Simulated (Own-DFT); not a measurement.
## Calculated data, SiC (2H silicon carbide, strained, atoms displaced)

Computed with Own-DFT development build. A calculation, not a measurement: plane-wave PBE density functional theory by an unreviewed code, no spin, of a simulated periodic cell, stress positive in tension, free energy of the whole cell less one offset for each atom, forces on such cells passed a denser k mesh, this cell's mesh not checked; offsets are fitted by least squares, one for each functional and potential file, so energies compare only between cells with the same atoms and settings and are not formation energies; the far tail of each file's local potential was reset to the Coulomb form; each entry is a single point on an unrelaxed cell, so the pressure reflects the starting lattice, mostly measured values (interpolated for alloys), from which strain is counted, and rises with the displacements; printed positions are rounded, which can move forces by about a meV/angstrom; the program, named Own-DFT, is a retired in-house code; no spin-orbit coupling.

Common to all runs: functional PBE; potential files PseudoDojo norm-conserving, scalar-relativistic, standard set; wave cutoff 42 hartree; occupations Fermi-Dirac; smearing width 0.1 eV; hardware one NVIDIA H100; k mesh 4 x 4 x 3 centred on Gamma.

```json
{"entry": 1, "formula": "SiC", "kind": "2H silicon carbide, strained, atoms displaced", "structure": {"cell_angstrom": [[9.3482, -0.0584, 0.0304], [-4.7247, 8.023, 0.0836], [0.0331, 0.1241, 9.9507]], "atoms_fractional": [["Si", 0.99547, 0.00144, 0.99803], ["Si", 0.11923, 0.21787, 0.25912], ["C", 0.99119, 0.9933, 0.18776], ["C", 0.10906, 0.22242, 0.44373], ["Si", 0.00014, 0.998, 0.50558], ["Si", 0.11186, 0.22079, 0.75215], ["C", 0.01034, 0.0015, 0.69046], ["C", 0.11149, 0.22511, 0.94487], ["Si", 0.99698, 0.31972, 0.99764], ["Si", 0.11835, 0.55948, 0.24674], ["C", 0.01893, 0.34021, 0.19013], ["C", 0.11843, 0.5522, 0.43794], ["Si", 0.99095, 0.32566, 0.50092], ["Si", 0.10988, 0.55413, 0.74456], ["C", 0.99862, 0.33207, 0.68732], ["C", 0.10883, 0.55418, 0.93781], ["Si", 0.99675, 0.66295, 0.00191], ["Si", 0.12257, 0.89243, 0.25561], ["C", 0.00466, 0.67909, 0.19364], ["C", 0.11129, 0.89204, 0.43727], ["Si", 0.00437, 0.655, 0.49979], ["Si", 0.11244, 0.88223, 0.7559], ["C", 0.99642, 0.67593, 0.69035], ["C", 0.11678, 0.89126, 0.94411], ["Si", 0.3249, 0.99783, 0.00173], ["Si", 0.44813, 0.23084, 0.25677], ["C", 0.33916, 0.00341, 0.18433], ["C", 0.43455, 0.21635, 0.43758], ["Si", 0.33636, 0.99706, 0.5068], ["Si", 0.44406, 0.22018, 0.75719], ["C", 0.33597, 0.99543, 0.6921], ["C", 0.44744, 0.22372, 0.93731], ["Si", 0.32014, 0.33819, 0.99995], ["Si", 0.45736, 0.56128, 0.25129], ["C", 0.32594, 0.32716, 0.18105], ["C", 0.44197, 0.55817, 0.4283], ["Si", 0.32941, 0.33303, 0.49673], ["Si", 0.44278, 0.5579, 0.75138], ["C", 0.33942, 0.32314, 0.68156], ["C", 0.44196, 0.55586, 0.94014], ["Si", 0.3424, 0.67258, 0.99665], ["Si", 0.42895, 0.87946, 0.25335], ["C", 0.33184, 0.66802, 0.1931], ["C", 0.4353, 0.88432, 0.44275], ["Si", 0.3231, 0.66445, 0.50562], ["Si", 0.42799, 0.88316, 0.74428], ["C", 0.33862, 0.67162, 0.68483], ["C", 0.43907, 0.88174, 0.94007], ["Si", 0.67019, 0.00657, 0.00336], ["Si", 0.78117, 0.22986, 0.24808], ["C", 0.67344, 0.00271, 0.19137], ["C", 0.78667, 0.23813, 0.43689], ["Si", 0.65801, 0.00254, 0.49385], ["Si", 0.78277, 0.22808, 0.74422], ["C", 0.66374, 0.99823, 0.6789], ["C", 0.7721, 0.22497, 0.92928], ["Si", 0.6667, 0.33838, 8e-05], ["Si", 0.77753, 0.55087, 0.24735], ["C", 0.65455, 0.32799, 0.18498], ["C", 0.768, 0.55808, 0.44691], ["Si", 0.67083, 0.33549, 0.50018], ["Si", 0.77181, 0.56766, 0.75195], ["C", 0.68319, 0.33692, 0.69341], ["C", 0.77604, 0.55604, 0.92457], ["Si", 0.66767, 0.65634, 0.00216], ["Si", 0.7746, 0.89201, 0.25069], ["C", 0.68248, 0.66849, 0.17605], ["C", 0.77408, 0.885, 0.43863], ["Si", 0.66789, 0.65817, 0.49868], ["Si", 0.75524, 0.87329, 0.74303], ["C", 0.66923, 0.65775, 0.69119], ["C", 0.77468, 0.90088, 0.93506]]}, "results": {"free_energy_of_cell_above_offsets [eV]": "-3.832", "pressure [GPa]": 6.33, "stress_xx [GPa]": -0.56, "stress_yy [GPa]": -3.85, "stress_zz [GPa]": -14.58, "stress_yz [GPa]": 3.55, "stress_xz [GPa]": 0.27, "stress_xy [GPa]": -1.02, "force_element": ["Si", "Si", "C", "C", "Si", "Si", "C", "C", "Si", "Si", "C", "C", "Si", "Si", "C", "C", "Si", "Si", "C", "C", "Si", "Si", "C", "C", "Si", "Si", "C", "C", "Si", "Si", "C", "C", "Si", "Si", "C", "C", "Si", "Si", "C", "C", "Si", "Si", "C", "C", "Si", "Si", "C", "C", "Si", "Si", "C", "C", "Si", "Si", "C", "C", "Si", "Si", "C", "C", "Si", "Si", "C", "C", "Si", "Si", "C", "C", "Si", "Si", "C", "C"], "force_x [eV/angstrom]": [0.549, -2.16, 1.641, -0.109, -0.113, 0.335, -1.555, -0.114, -2.022, -1.134, -2.147, -2.066, 2.27, -0.974, 1.391, 0.656, 0.556, -2.115, 0.884, 1.031, -2.289, -0.776, 1.605, -2.35, 2.53, -1.422, -0.42, 1.377, -2.025, 1.772, -2.117, -1.573, 3.252, -1.334, 1.758, 0.635, 0.59, 0.812, -1.956, 0.604, -1.869, 1.653, 2.212, 0.299, 2.693, 3.965, -0.582, -0.161, -1.369, 1.108, -2.08, -1.588, 1.624, 0.149, -0.827, 1.046, -0.013, 0.066, 2.605, 4.304, -1.526, 5.059, -3.53, 0.368, -1.231, 1.639, -1.878, -0.324, -3.561, 1.999, -4.885, 1.156], "force_y [eV/angstrom]": [-0.996, -0.532, 1.246, -0.413, -0.39, -0.183, -0.969, -1.243, 2.669, -0.74, -1.186, -0.711, 1.209, 0.341, 0.306, -0.313, 0.485, 0.838, -2.838, -0.927, 2.193, 1.966, -2.19, -0.914, 0.775, -2.148, 0.31, 1.039, 0.144, 0.05, 1.338, 0.17, -0.772, -0.734, 1.526, -0.12, 0.093, -1.493, 1.923, 0.424, -1.772, 2.051, -0.048, 0.551, 0.114, 1.014, -1.858, 2.709, -0.713, -0.361, 0.234, -2.211, -0.496, -2.213, 0.135, 0.002, -1.083, 1.025, 1.634, -1.801, -0.142, -3.452, 0.768, 0.45, 2.032, -0.815, -0.22, 0.526, 2.178, 3.136, 1.57, -2.177], "force_z [eV/angstrom]": [0.513, -1.538, 0.595, -0.023, -0.693, -0.625, 0.773, -2.451, 0.853, 0.212, -0.329, 0.039, -0.082, 1.454, -0.013, -0.085, -0.363, -1.279, -0.597, 1.507, 0.127, -0.327, -0.865, -0.885, -0.329, -2.079, 1.665, 1.19, -1.009, -1.641, -0.354, 1.336, -0.153, -2.668, 2.379, 3.438, 0.042, -0.543, 1.603, -0.457, 1.457, -0.513, -1.546, -0.902, -1.939, 2.259, 1.029, -1.006, -0.967, -0.419, 0.246, -0.85, 0.056, 0.836, 1.016, 2.266, -1.633, 1.102, 0.605, -2.752, 1.229, -1.791, -1.551, 4.827, -2.902, -0.063, 3.682, 0.476, 0.716, 1.039, -2.033, -0.312], "wall_time [s]": 354.0}}
{"entry": 2, "formula": "SiC", "kind": "2H silicon carbide, strained, atoms displaced", "structure": {"cell_angstrom": [[9.3609, 0.0112, -0.1071], [-4.6707, 8.0206, 0.0734], [-0.1166, 0.025, 10.1044]], "atoms_fractional": [["Si", 0.99965, 0.00615, 6e-05], ["Si", 0.10866, 0.21798, 0.24538], ["C", 0.00231, 0.99877, 0.17893], ["C", 0.1073, 0.21169, 0.44392], ["Si", 0.98979, 0.99894, 0.50531], ["Si", 0.11604, 0.23809, 0.75349], ["C", 0.00987, 0.00836, 0.68477], ["C", 0.10989, 0.21893, 0.93701], ["Si", 0.98918, 0.32275, 0.9982], ["Si", 0.11345, 0.56653, 0.25029], ["C", 0.00079, 0.33125, 0.18621], ["C", 0.10207, 0.54749, 0.43075], ["Si", 0.99308, 0.3263, 0.49778], ["Si", 0.10878, 0.56263, 0.75082], ["C", 0.98535, 0.31662, 0.69013], ["C", 0.12605, 0.57063, 0.93727], ["Si", 0.00537, 0.67531, 0.99775], ["Si", 0.1121, 0.8916, 0.25397], ["C", 0.99751, 0.67193, 0.19844], ["C", 0.10632, 0.88776, 0.43217], ["Si", 0.99646, 0.6664, 0.50503], ["Si", 0.10706, 0.88317, 0.75253], ["C", 0.00168, 0.67164, 0.68648], ["C", 0.11322, 0.89349, 0.94449], ["Si", 0.32398, 0.98582, 0.99477], ["Si", 0.43915, 0.2239, 0.25569], ["C", 0.33135, 0.99795, 0.18965], ["C", 0.44293, 0.22556, 0.43404], ["Si", 0.33082, 0.99849, 0.50385], ["Si", 0.43707, 0.21226, 0.75304], ["C", 0.32467, 0.99111, 0.68286], ["C", 0.43947, 0.22248, 0.94091], ["Si", 0.32562, 0.31915, 0.00351], ["Si", 0.44104, 0.54895, 0.25335], ["C", 0.32192, 0.32598, 0.18928], ["C", 0.44254, 0.55325, 0.44543], ["Si", 0.32557, 0.32218, 0.49975], ["Si", 0.43531, 0.54475, 0.74826], ["C", 0.31937, 0.3221, 0.684], ["C", 0.44064, 0.54666, 0.94103], ["Si", 0.3285, 0.66302, 0.004], ["Si", 0.44775, 0.89526, 0.24801], ["C", 0.33568, 0.67388, 0.18907], ["C", 0.44821, 0.89013, 0.44075], ["Si", 0.32202, 0.66942, 0.50636], ["Si", 0.44116, 0.89128, 0.74978], ["C", 0.32469, 0.66791, 0.67999], ["C", 0.44448, 0.88857, 0.93781], ["Si", 0.66099, 0.99949, 0.99491], ["Si", 0.77825, 0.2187, 0.25758], ["C", 0.66358, 0.99448, 0.18553], ["C", 0.78671, 0.23214, 0.43799], ["Si", 0.67095, 0.00304, 0.49124], ["Si", 0.78093, 0.21719, 0.74549], ["C", 0.65939, 0.99396, 0.68087], ["C", 0.77379, 0.21947, 0.93717], ["Si", 0.65467, 0.32715, 0.9964], ["Si", 0.78006, 0.5532, 0.25532], ["C", 0.66627, 0.32851, 0.18669], ["C", 0.7872, 0.56999, 0.43616], ["Si", 0.66387, 0.3259, 0.50045], ["Si", 0.77868, 0.55165, 0.74962], ["C", 0.65876, 0.3357, 0.6997], ["C", 0.78014, 0.55737, 0.94443], ["Si", 0.67566, 0.66593, 0.99608], ["Si", 0.78203, 0.88517, 0.24292], ["C", 0.6683, 0.66744, 0.1892], ["C", 0.7712, 0.87738, 0.43247], ["Si", 0.67002, 0.67059, 0.50281], ["Si", 0.78096, 0.88807, 0.75929], ["C", 0.6713, 0.6722, 0.69091], ["C", 0.78361, 0.89792, 0.93869]]}, "results": {"free_energy_of_cell_above_offsets [eV]": "-6.779", "pressure [GPa]": 1.02, "stress_xx [GPa]": 1.79, "stress_yy [GPa]": -0.2, "stress_zz [GPa]": -4.64, "stress_yz [GPa]": 0.41, "stress_xz [GPa]": -3.98, "stress_xy [GPa]": -1.03, "force_element": ["Si", "Si", "C", "C", "Si", "Si", "C", "C", "Si", "Si", "C", "C", "Si", "Si", "C", "C", "Si", "Si", "C", "C", "Si", "Si", "C", "C", "Si", "Si", "C", "C", "Si", "Si", "C", "C", "Si", "Si", "C", "C", "Si", "Si", "C", "C", "Si", "Si", "C", "C", "Si", "Si", "C", "C", "Si", "Si", "C", "C", "Si", "Si", "C", "C", "Si", "Si", "C", "C", "Si", "Si", "C", "C", "Si", "Si", "C", "C", "Si", "Si", "C", "C"], "force_x [eV/angstrom]": [0.742, -0.824, -0.482, -1.317, 1.436, 0.266, -1.159, -0.747, 0.909, 0.502, -0.776, 0.163, 2.443, 1.069, 0.949, -2.951, 0.029, 0.206, 0.7, 0.274, 0.968, -0.587, -0.649, -1.477, 1.267, 1.204, -0.323, 0.729, -0.141, -0.908, 0.085, 0.155, -0.442, -0.243, 1.246, -0.523, -0.124, 0.411, 1.754, -0.042, 2.646, 0.027, 0.05, -1.162, 1.791, 0.973, 0.522, -0.463, 0.973, -0.038, 0.51, -1.758, -0.022, -2.943, 0.713, -0.61, 1.888, -0.714, -0.769, -0.966, -0.904, -1.038, 1.476, 1.075, -2.325, -0.825, 0.047, -0.148, -0.703, -0.25, -0.257, -0.595], "force_y [eV/angstrom]": [-0.906, -0.225, 0.173, 1.08, -1.32, -3.272, -1.004, 1.056, 1.852, -1.381, 0.508, 0.931, 1.351, -1.164, 3.661, -2.51, -1.577, -0.124, -0.351, 0.548, 0.517, 1.918, -1.422, -0.547, 2.563, -0.707, 0.513, -0.889, -0.194, 0.763, 0.932, -1.982, 2.043, 1.358, 0.756, -0.281, 1.713, 1.342, 1.257, 0.573, 0.717, -0.823, -1.029, 0.437, -0.882, -0.923, -0.609, -0.625, 0.15, 0.333, 0.871, -2.178, -1.32, -1.113, 0.569, 0.212, 0.881, 0.182, 0.212, -2.621, 2.192, 1.474, -1.78, -0.631, 0.22, 0.259, -1.461, 2.816, -1.557, 0.948, -1.227, -1.249], "force_z [eV/angstrom]": [-0.633, 1.367, 1.849, -1.952, -1.337, -0.545, 2.365, 0.073, 0.628, -0.908, 0.377, 2.532, 0.725, -0.197, -1.148, -0.398, 1.973, -1.239, -2.336, 2.739, -2.22, -0.287, 0.873, -2.082, 2.165, -2.286, -0.558, 2.091, -2.426, -0.308, 2.089, -0.83, -0.075, 0.073, 0.048, -0.476, -0.024, -0.007, 0.854, -0.388, 0.05, 0.827, 0.309, -0.763, -3.344, -0.751, 3.416, -0.679, 1.25, -2.95, 0.352, 0.275, 1.084, 1.278, 1.021, -0.789, 1.203, -1.385, 0.872, 1.659, 0.515, 0.847, -2.244, -1.693, 1.271, 0.579, -0.703, 0.064, 0.003, -2.638, 0.264, 0.64], "wall_time [s]": 350.5}}
{"entry": 3, "formula": "SiC", "kind": "2H silicon carbide, strained, atoms displaced", "structure": {"cell_angstrom": [[9.1632, -0.1367, -0.1775], [-4.7, 8.1524, -0.0163], [-0.1933, -0.1321, 10.2138]], "atoms_fractional": [["Si", 0.98658, 0.98949, 0.99841], ["Si", 0.10971, 0.21767, 0.24865], ["C", 0.00691, 0.01035, 0.18396], ["C", 0.11847, 0.22267, 0.4412], ["Si", 0.99258, 0.99991, 0.50329], ["Si", 0.12305, 0.22149, 0.75043], ["C", 0.00759, 0.99694, 0.68322], ["C", 0.10976, 0.21707, 0.92696], ["Si", 0.00626, 0.34253, 0.00545], ["Si", 0.11311, 0.55023, 0.24953], ["C", 0.01096, 0.33801, 0.1847], ["C", 0.11682, 0.55334, 0.44929], ["Si", 0.00534, 0.33809, 0.5038], ["Si", 0.10266, 0.55668, 0.74651], ["C", 0.00955, 0.33082, 0.6835], ["C", 0.11721, 0.56581, 0.93025], ["Si", 0.99806, 0.6782, 0.00214], ["Si", 0.11755, 0.8863, 0.24896], ["C", 0.00635, 0.66952, 0.18427], ["C", 0.10032, 0.89119, 0.44278], ["Si", 0.99415, 0.65827, 0.49895], ["Si", 0.11893, 0.89192, 0.74766], ["C", 0.00553, 0.67662, 0.67645], ["C", 0.10203, 0.883, 0.94838], ["Si", 0.33847, 0.00159, 0.99918], ["Si", 0.45021, 0.22391, 0.24783], ["C", 0.3385, 0.99768, 0.18496], ["C", 0.44301, 0.21625, 0.44515], ["Si", 0.3177, 0.99335, 0.49839], ["Si", 0.43624, 0.22034, 0.74871], ["C", 0.32811, 0.99784, 0.68665], ["C", 0.4382, 0.20989, 0.9442], ["Si", 0.3329, 0.33106, 0.99894], ["Si", 0.43887, 0.55871, 0.25468], ["C", 0.33628, 0.33662, 0.18615], ["C", 0.44135, 0.55093, 0.43285], ["Si", 0.34636, 0.33923, 0.50101], ["Si", 0.44284, 0.55818, 0.74716], ["C", 0.33071, 0.3389, 0.68492], ["C", 0.43758, 0.55274, 0.93427], ["Si", 0.33026, 0.66572, 0.00817], ["Si", 0.44125, 0.88476, 0.24741], ["C", 0.32859, 0.66421, 0.18565], ["C", 0.45275, 0.89169, 0.43878], ["Si", 0.33519, 0.66398, 0.50374], ["Si", 0.44708, 0.89318, 0.7397], ["C", 0.34271, 0.66793, 0.6843], ["C", 0.44663, 0.89161, 0.94004], ["Si", 0.66586, 0.00042, 0.99947], ["Si", 0.77393, 0.21976, 0.25109], ["C", 0.66829, 0.0011, 0.19565], ["C", 0.78268, 0.22946, 0.43524], ["Si", 0.67006, 0.98892, 0.49354], ["Si", 0.78353, 0.21998, 0.75123], ["C", 0.66106, 0.99117, 0.68424], ["C", 0.78074, 0.22039, 0.93795], ["Si", 0.65999, 0.33025, 0.98353], ["Si", 0.7746, 0.56521, 0.24643], ["C", 0.66479, 0.33415, 0.18874], ["C", 0.77943, 0.55627, 0.43016], ["Si", 0.65593, 0.33059, 0.50453], ["Si", 0.78553, 0.56124, 0.75124], ["C", 0.67256, 0.3425, 0.6878], ["C", 0.77909, 0.56764, 0.93914], ["Si", 0.66795, 0.66849, 0.00122], ["Si", 0.76826, 0.88688, 0.25127], ["C", 0.65909, 0.66446, 0.18728], ["C", 0.76538, 0.88109, 0.43453], ["Si", 0.6668, 0.66129, 0.48871], ["Si", 0.76775, 0.88049, 0.7474], ["C", 0.65788, 0.65776, 0.68569], ["C", 0.77566, 0.88415, 0.94491]]}, "results": {"free_energy_of_cell_above_offsets [eV]": "-5.328", "pressure [GPa]": 2.42, "stress_xx [GPa]": -8.14, "stress_yy [GPa]": -0.06, "stress_zz [GPa]": 0.93, "stress_yz [GPa]": -4.18, "stress_xz [GPa]": -6.37, "stress_xy [GPa]": -6.71, "force_element": ["Si", "Si", "C", "C", "Si", "Si", "C", "C", "Si", "Si", "C", "C", "Si", "Si", "C", "C", "Si", "Si", "C", "C", "Si", "Si", "C", "C", "Si", "Si", "C", "C", "Si", "Si", "C", "C", "Si", "Si", "C", "C", "Si", "Si", "C", "C", "Si", "Si", "C", "C", "Si", "Si", "C", "C", "Si", "Si", "C", "C", "Si", "Si", "C", "C", "Si", "Si", "C", "C", "Si", "Si", "C", "C", "Si", "Si", "C", "C", "Si", "Si", "C", "C"], "force_x [eV/angstrom]": [2.794, 0.786, -0.392, -1.386, 0.829, -2.375, -1.841, -0.591, 0.724, -1.245, -1.298, -1.762, 0.631, 2.282, -1.444, -1.904, 2.266, -1.524, -0.77, 0.43, 0.973, -1.751, -0.243, 0.842, -0.68, -1.036, -0.508, -1.483, 2.571, 0.994, 1.462, -1.48, -0.311, 0.864, -0.064, -0.216, -1.429, 0.289, 2.134, 0.562, 0.945, 0.392, 0.502, -2.944, 1.119, -0.42, -2.303, -0.668, 0.9, 0.403, -0.74, -0.407, -1.722, 0.049, 1.108, -0.686, 1.944, 1.93, 0.994, -1.239, 3.329, -1.018, 0.107, 0.14, -1.678, 2.201, -0.237, 2.179, -0.077, 1.511, 1.402, -2.722], "force_y [eV/angstrom]": [3.135, 1.558, -3.024, -0.216, 0.591, -0.522, 0.153, -0.114, -0.377, 0.746, -1.14, 0.39, -1.363, -0.077, 0.2, -1.014, -2.341, 1.237, -0.783, -1.934, 1.677, -1.027, -1.39, 2.325, -1.854, -0.328, 0.645, -0.397, 0.801, 0.72, 1.055, 1.676, 0.144, -1.356, -0.377, 0.356, -1.264, -0.658, -0.209, 0.149, 0.643, 0.681, 0.409, -1.677, 1.391, -1.365, 0.523, -0.9, 0.28, 1.545, -0.231, -1.178, 3.269, 0.128, 1.805, 0.411, 1.261, -1.794, 0.811, -1.096, 0.815, 0.538, -1.479, -2.28, -0.62, 0.497, 1.053, -0.391, 0.453, 0.339, 0.927, -0.562], "force_z [eV/angstrom]": [0.704, 0.917, 0.501, -0.742, -1.065, -1.009, 1.469, 2.502, -2.405, 1.098, 1.016, -2.556, -0.875, -0.35, 1.559, 1.333, 0.044, 0.307, 1.221, -1.971, -0.967, 1.287, 2.388, -2.696, 0.78, 0.571, 0.688, -1.632, 0.37, 0.144, -0.359, -2.551, 0.204, -1.764, 0.412, 0.928, -0.314, 1.145, 0.143, 0.733, -2.809, 1.083, 1.222, -0.74, -0.493, 1.813, 0.617, -1.014, 0.944, -0.085, -1.871, 0.953, 1.451, -1.041, -0.275, -0.234, 2.824, -0.266, -1.314, 0.634, -0.883, -0.475, 1.147, -0.898, -0.091, -0.721, -0.02, -0.116, 1.883, 0.484, -0.793, -2.121], "wall_time [s]": 361.1}}
{"entry": 4, "formula": "SiC", "kind": "2H silicon carbide, strained, atoms displaced", "structure": {"cell_angstrom": [[9.1209, -0.0305, -0.1737], [-4.5869, 7.8994, -0.0559], [-0.189, -0.1794, 9.9342]], "atoms_fractional": [["Si", 0.99955, 0.99816, 0.00494], ["Si", 0.09932, 0.20861, 0.25134], ["C", 0.99013, 0.99088, 0.1871], ["C", 0.1157, 0.22231, 0.43299], ["Si", 0.00329, 0.99725, 0.49205], ["Si", 0.11407, 0.22602, 0.75631], ["C", 0.0008, 0.00432, 0.6902], ["C", 0.10914, 0.22106, 0.94141], ["Si", 0.99541, 0.33882, 0.00735], ["Si", 0.11262, 0.55799, 0.24999], ["C", 0.99715, 0.32232, 0.18692], ["C", 0.11145, 0.54978, 0.43836], ["Si", 0.99115, 0.33022, 0.50505], ["Si", 0.10207, 0.54908, 0.7534], ["C", 0.00117, 0.33994, 0.6888], ["C", 0.10963, 0.55163, 0.93743], ["Si", 0.99448, 0.6671, 0.99926], ["Si", 0.11352, 0.88631, 0.24957], ["C", 0.00743, 0.67342, 0.18537], ["C", 0.10869, 0.89828, 0.42776], ["Si", 0.99672, 0.66662, 0.49879], ["Si", 0.10784, 0.89079, 0.75261], ["C", 0.01047, 0.66471, 0.68887], ["C", 0.11616, 0.89772, 0.95474], ["Si", 0.31502, 0.994, 0.99699], ["Si", 0.44888, 0.21328, 0.24913], ["C", 0.33027, 0.99491, 0.18397], ["C", 0.44285, 0.21822, 0.43427], ["Si", 0.33779, 0.00703, 0.49626], ["Si", 0.44549, 0.21757, 0.75072], ["C", 0.33171, 0.0037, 0.69006], ["C", 0.44094, 0.21765, 0.93289], ["Si", 0.33631, 0.33251, 0.9942], ["Si", 0.43545, 0.55583, 0.24616], ["C", 0.34036, 0.33176, 0.1876], ["C", 0.45256, 0.55768, 0.43007], ["Si", 0.3388, 0.337, 0.49594], ["Si", 0.43486, 0.55405, 0.75261], ["C", 0.33647, 0.33252, 0.67602], ["C", 0.44989, 0.5474, 0.93441], ["Si", 0.33529, 0.66675, 0.00832], ["Si", 0.44378, 0.89129, 0.25058], ["C", 0.33056, 0.66866, 0.18731], ["C", 0.45312, 0.88694, 0.43278], ["Si", 0.32508, 0.65715, 0.49745], ["Si", 0.4467, 0.88393, 0.74367], ["C", 0.33755, 0.66409, 0.69294], ["C", 0.45064, 0.88996, 0.93969], ["Si", 0.66408, 0.99249, 0.99395], ["Si", 0.77024, 0.21193, 0.25361], ["C", 0.66826, 0.00333, 0.18814], ["C", 0.78371, 0.22463, 0.43521], ["Si", 0.66585, 0.0034, 0.50069], ["Si", 0.7846, 0.22259, 0.761], ["C", 0.66682, 0.9988, 0.6845], ["C", 0.78223, 0.22278, 0.94246], ["Si", 0.66516, 0.32679, 0.99033], ["Si", 0.77117, 0.55474, 0.25316], ["C", 0.66983, 0.32835, 0.19322], ["C", 0.77569, 0.54468, 0.42918], ["Si", 0.6844, 0.34567, 0.49657], ["Si", 0.78497, 0.54886, 0.75272], ["C", 0.66626, 0.33635, 0.68272], ["C", 0.77675, 0.56532, 0.93908], ["Si", 0.67184, 0.67723, 0.0045], ["Si", 0.78685, 0.89131, 0.25579], ["C", 0.66735, 0.66661, 0.17538], ["C", 0.77361, 0.893, 0.43571], ["Si", 0.67554, 0.66809, 0.48938], ["Si", 0.76818, 0.87528, 0.75455], ["C", 0.66976, 0.66098, 0.68632], ["C", 0.78397, 0.89731, 0.93331]]}, "results": {"free_energy_of_cell_above_offsets [eV]": "-2.250", "pressure [GPa]": 16.54, "stress_xx [GPa]": -14.35, "stress_yy [GPa]": -15.48, "stress_zz [GPa]": -19.78, "stress_yz [GPa]": -6.81, "stress_xz [GPa]": -7.6, "stress_xy [GPa]": -2.52, "force_element": ["Si", "Si", "C", "C", "Si", "Si", "C", "C", "Si", "Si", "C", "C", "Si", "Si", "C", "C", "Si", "Si", "C", "C", "Si", "Si", "C", "C", "Si", "Si", "C", "C", "Si", "Si", "C", "C", "Si", "Si", "C", "C", "Si", "Si", "C", "C", "Si", "Si", "C", "C", "Si", "Si", "C", "C", "Si", "Si", "C", "C", "Si", "Si", "C", "C", "Si", "Si", "C", "C", "Si", "Si", "C", "C", "Si", "Si", "C", "C", "Si", "Si", "C", "C"], "force_x [eV/angstrom]": [-0.579, 1.967, 1.799, -1.604, -1.98, 0.376, -0.416, -0.5, 2.675, -0.326, -1.151, -2.277, 3.492, 2.896, 0.287, -0.906, 1.757, -0.601, -1.085, 2.329, 1.709, 0.571, -2.703, -5.216, 8.18, -1.299, -0.047, 1.235, 0.364, -0.723, 0.777, 0.038, -0.035, 2.275, -1.169, -1.361, 0.281, 3.752, -0.805, -1.813, 0.485, 1.051, -0.076, -3.109, 2.898, -1.049, -2.672, -2.836, 0.742, 1.38, 0.371, -1.771, 1.149, -0.958, 0.242, -1.344, -0.566, 1.442, -0.674, -0.37, -2.012, -1.823, 1.541, 0.746, -0.092, -2.805, -0.818, 1.64, -1.16, 1.043, -0.25, -0.507], "force_y [eV/angstrom]": [1.624, 2.211, 0.307, -0.207, 2.105, -0.077, -1.276, 0.372, -0.617, -1.504, 1.528, 0.183, 0.46, 1.747, -2.459, 1.055, 0.27, 1.217, -2.42, -2.658, 0.848, 0.511, 1.058, -4.582, 3.402, 1.637, 0.101, 1.443, -1.316, 2.064, -2.335, -0.434, -0.213, -0.653, -0.894, -0.269, -0.281, -1.137, -0.113, 1.632, -0.13, 0.097, -0.251, -0.672, 1.774, 1.378, -0.237, -1.376, 2.174, 2.423, -2.695, -1.195, 0.311, -0.145, 0.135, -0.998, 1.386, -0.204, 0.524, 3.511, -4.187, 1.88, -1.531, -1.984, -0.701, -0.983, 0.143, -0.645, 0.147, 1.94, -0.608, -1.607], "force_z [eV/angstrom]": [-0.578, -1.071, 0.169, 1.585, 2.369, -1.622, -0.675, 0.147, -0.636, -0.277, 1.394, -0.335, -0.939, 0.262, 0.373, 0.939, 0.553, -1.41, 0.806, 2.076, -0.395, 0.154, -0.433, -4.542, 1.566, -0.35, 0.415, 0.5, 0.753, -1.508, -1.042, 0.689, 1.817, -0.535, -0.506, 0.959, -1.183, -1.209, 3.069, 1.249, -2.924, -1.072, 0.949, 1.355, 0.939, 1.296, -1.877, -1.108, 2.185, -1.24, -0.719, 0.984, 0.045, -2.721, 1.249, -0.656, 2.562, -3.711, -1.816, 1.616, 0.836, -0.488, 1.157, -0.432, -3.605, -1.822, 5.202, 0.724, 2.263, -2.694, -0.606, 1.527], "wall_time [s]": 348.2}}
```
